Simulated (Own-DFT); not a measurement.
# Point defects and the pressure they add: zincblende GaAs

No measurement is shown. These are fixed-geometry runs of a retired plane-wave code named Own-DFT, which no person has reviewed; spin and spin-orbit coupling are neglected.

Common settings: PBE; PseudoDojo norm-conserving scalar-relativistic files; cutoff 42 hartree; 3 x 3 x 3 k mesh centred on Gamma; Fermi-Dirac smearing of 0.1 eV.

Limits (not all hold for every row): not probed for a lower state with spin; forces not confirmed at this smearing and k mesh; stress not checked against mesh or cutoff.

All runs share one cell, with vectors in Å (11.737, 0.000, 0.000); (0.000, 11.737, 0.000); (0.000, 0.000, 10.833) and a volume of 1492.4 Å³, strained against the parent crystal. Atoms were moved at random from their sites; u is the rms move along one axis. The defect's site can differ from row to row.

```
                             cell     formula   u (Å)  P (GPa)
                        no defect    As32Ga32  0.0294     1.27
                        no defect    As32Ga32  0.0311     1.28
                        no defect    As32Ga32  0.0464     1.48
one As vacancy and one Ga vacancy    As31Ga31  0.0298     0.95
one As vacancy and one Ga vacancy    As31Ga31  0.0299     0.98
one As vacancy and one Ga vacancy    As31Ga31  0.0517        ?
one As vacancy and one Ga vacancy    As31Ga31  0.0520     1.20
              one Al on a Ga site  AlAs32Ga31  0.0307     1.23
              one Al on a Ga site  AlAs32Ga31  0.0313     1.27
              one Al on a Ga site  AlAs32Ga31  0.0488     1.58
```

## Worked fit

P = P0 + c u² + a shift for each defect gives P0 = 1.12 GPa, c = 167 ± 21 GPa/Å² and a scatter of 0.04 GPa. The shifts, and each times the cell's volume:

- one Al on a Ga site: 0.00 ± 0.04 GPa, 0.0 eV (not resolved)
- one As vacancy and one Ga vacancy: -0.33 ± 0.04 GPa, -3.0 eV

A positive shift means that the defect pushes the cell outwards. Shift times volume (160.2 GPa Å³ is 1 eV) depends little on the cell's size, so, taken for each site, it can be compared between cells at like pressure. The atoms around the defects weren't relaxed, which would change these numbers.

## Check

Q: what pressure belongs in the blank (one As vacancy and one Ga vacancy, u = 0.0517 Å)?

The fit gives 1.24 ± 0.06 GPa. Computed: 1.26 GPa.
